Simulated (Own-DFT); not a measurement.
# One host, several defects: zincblende InP

Everything here is calculated. The program is Own-DFT (plane waves, in-house, since retired, never reviewed by a person); positions were held fixed, and spin and spin-orbit coupling were off.

All runs used: PBE; PseudoDojo norm-conserving scalar-relativistic files; cutoff 36 hartree; 2 x 3 x 3 k mesh centred on Gamma; Fermi-Dirac smearing of 0.1 eV.

Caveats (not all hold for every row): not probed for a lower state with spin; forces on such cells failed a check on a denser k mesh; forces not confirmed at this smearing and k mesh; stress not checked against mesh or cutoff.

All runs share one cell, with vectors in Å (17.606, 0.000, 0.000); (0.000, 11.737, 0.000); (0.000, 0.000, 11.737) and a volume of 2425.5 Å³. Atoms were moved at random from their sites; u is the rms move along one axis. The defect's site can differ from row to row.

```
cell,formula,u (Å),P (GPa)
no defect,In48P48,0.0205,3.20
no defect,In48P48,0.0503,3.56
no defect,In48P48,0.0504,3.57
two P on an In site each,In46P50,0.0298,3.03
two P on an In site each,In46P50,0.0503,3.30
two P on an In site each,In46P50,0.0533,3.34
one P on an In site,In47P49,0.0291,3.18
one P on an In site,In47P49,0.0311,3.18
one P on an In site,In47P49,0.0510,3.44
one In on a P site and one P on an In site,In48P48,0.0314,3.53
one In on a P site and one P on an In site,In48P48,0.0469,3.82
one In on a P site and one P on an In site,In48P48,0.0532,3.84
two P vacancies,In48P46,0.0478,3.27
two P vacancies,In48P46,0.0481,3.30
two P vacancies,In48P46,0.0484,?
two P vacancies,In48P46,0.0508,3.34
```

## Worked fit

P = P0 + c u² + a shift for each defect gives P0 = 3.14 GPa, c = 167 ± 8 GPa/Å² and a scatter of 0.02 GPa. The shifts, and each times the cell's volume:

- one In on a P site and one P on an In site: 0.26 ± 0.02 GPa, 3.9 eV
- one P on an In site: -0.12 ± 0.02 GPa, -1.8 eV
- two P vacancies: -0.23 ± 0.02 GPa, -3.5 eV (-1.7 eV for each of its 2 sites)
- two P on an In site each: -0.26 ± 0.02 GPa, -4.0 eV (-2.0 eV for each of its 2 sites)

Against the defect-free cell, a freed cell would be larger where the shift is positive and smaller where it is negative (160.2 GPa Å³ is 1 eV). The atoms around the defects weren't relaxed, which would change these numbers.

## Withheld run

The question: what pressure belongs in the blank (two P vacancies, u = 0.0484 Å)?

From the fit: 3.30 ± 0.03 GPa. The run itself gave 3.34 GPa.
